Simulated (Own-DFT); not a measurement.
# How strain changes the stress of 4H SiC, 32 atoms (C16Si16)

All numbers below are calculated, not measured. The program, named Own-DFT, is a retired in-house plane-wave density functional code that no person has reviewed. Each row is one single-point run on a periodic cell that was not relaxed, without spin or spin-orbit coupling.

Settings of every run: PBE; PseudoDojo norm-conserving scalar-relativistic files; cutoff 42 hartree; 5 x 5 x 3 k mesh centred on Gamma; Fermi-Dirac smearing of 0.1 eV.

Known limits: forces on such cells passed a denser k mesh, each cell not checked; stress not checked against mesh or cutoff.

Unstrained cell vectors in Å: (6.165, 0.000, 0.000); (-3.083, 5.339, 0.000); (0.000, 0.000, 10.068). The unstrained cell has measured lattice constants (interpolated for alloys), not those of this functional. That, the random moves and any unrelaxed bonds set the pressure at no strain. Each run strains this cell uniformly, with the atoms carried along. Every atom was also moved at random, by a Gaussian of width 0.05 Å on each axis. Strain is the symmetric tensor, in per cent. Stress is positive in tension, and the pressure is minus a third of its trace.

```
run  e_xx (%)  e_yy (%)  e_zz (%)  e_yz (%)  e_xz (%)  e_xy (%)  s_xx (GPa)  s_yy (GPa)  s_zz (GPa)  s_yz (GPa)  s_xz (GPa)  s_xy (GPa)  P (GPa)  E (meV/atom)
  1      1.56      0.28      1.98      0.26      1.35      1.19        5.98       -2.30        3.52        0.67        2.73        5.48    -2.40          18.1
  2      1.89     -1.62     -1.20     -1.61      0.32     -1.71        1.19      -12.02      -13.56       -4.79        2.65       -9.06     8.13          28.6
  3     -0.69     -0.05      0.51     -1.27      0.36     -1.72      -10.29       -5.62       -3.88       -5.18        0.15       -8.12     6.60          39.4
  4      0.70     -0.57      1.34     -1.92     -0.71     -0.09       -1.78       -5.59        1.20       -5.13       -0.58        0.29     2.05          15.9
  5      0.40      0.44      0.55      0.97      1.70      1.50       -4.61       -1.12       -2.03        2.91        5.50        7.57     2.59          11.6
  6     -1.46     -1.43     -1.19     -0.24     -1.61      1.78      -13.90      -17.40      -15.40        1.77       -5.20        9.55    15.57          40.8
  7      1.14      1.85     -0.69      1.72     -1.53     -0.92        3.16        3.76       -6.86        6.22       -4.07       -3.80    -0.02           0.0
  8      1.03     -1.78      0.04      1.60      0.25     -0.40       -4.29      -13.28       -4.98        4.68        2.36       -2.92     7.51          38.4
  9      0.00      0.61     -0.60      0.47     -1.47     -1.32       -5.92       -1.39      -10.25        2.11       -5.07       -8.08     5.85          15.3
 10      1.40      1.29     -1.43      1.59      1.00      0.22        2.02        2.79      -13.62        5.74        1.71        2.37     2.94          25.2
 11     -0.13     -1.41     -0.66     -1.56     -1.30      0.40       -7.84      -15.62      -10.16       -5.70       -5.23        2.88    11.21          23.9
 12      0.70     -0.46     -0.72      0.10     -1.09     -1.85       -0.55       -6.81      -11.73        0.41       -4.00       -7.16     6.36           4.5
 13     -1.85     -1.89     -1.12     -0.11      1.74      1.75      -18.07      -15.57      -19.88        1.34        5.60        9.01    17.84          61.6
 14     -1.83      1.44      0.47     -1.13      0.90     -1.71      -12.21        0.07       -4.77       -4.22        2.43       -5.94     5.64          26.5
 15      0.87     -0.16     -1.73      1.78      0.32      0.61       -1.87       -4.99      -17.23        6.48        1.09        2.47     8.03          25.1
 16     -0.33     -0.51      1.36     -1.47      0.68     -1.20           ?           ?           ?           ?           ?           ?        ?             ?
```

E is the free energy for each atom above the lowest run shown.

## Worked fit

Each stress component was fitted by least squares to a constant and the strains of the runs shown, as fractions, with shears doubled. Shear strains stay in the fit of a normal stress only where such slopes are resolved. The slopes, in GPa:

| stress | at no strain | per e_xx | per e_yy | per e_zz | scatter |
|---|---|---|---|---|---|
| s_xx | -5.4 | 510 ± 33 | 133 ± 33 | 52 ± 37 | 1.48 |
| s_yy | -5.3 | 113 ± 34 | 519 ± 35 | 47 ± 39 | 1.54 |
| s_zz | -7.0 | 100 ± 38 | 80 ± 39 | 577 ± 44 | 1.73 |

Each shear stress against twice its own strain: yz 156 ± 13, xz 155 ± 15, xy 249 ± 14 GPa. These are stiffnesses along x, y and z of the frame in which the cell vectors are given, which need not be the crystal's axes. The atoms are held to the strained lattice; where symmetry lets them move under strain, relaxing them would lower some slopes. The table should be nearly symmetric about its diagonal, and what it lacks of that shows the noise. A ninth of its sum, 237 ± 4 GPa, estimates the bulk modulus near the mean pressure of these runs, 6.5 GPa, so it lies above the value at zero pressure.

## Withheld run

Question: what normal stresses and pressure should run 16 give?

The fit gives s_xx = -7.1, s_yy = -7.7, s_zz = 0.1 and P = 4.9 GPa. The calculation gave -8.81, -10.74, 3.37 and P = 5.39 GPa.
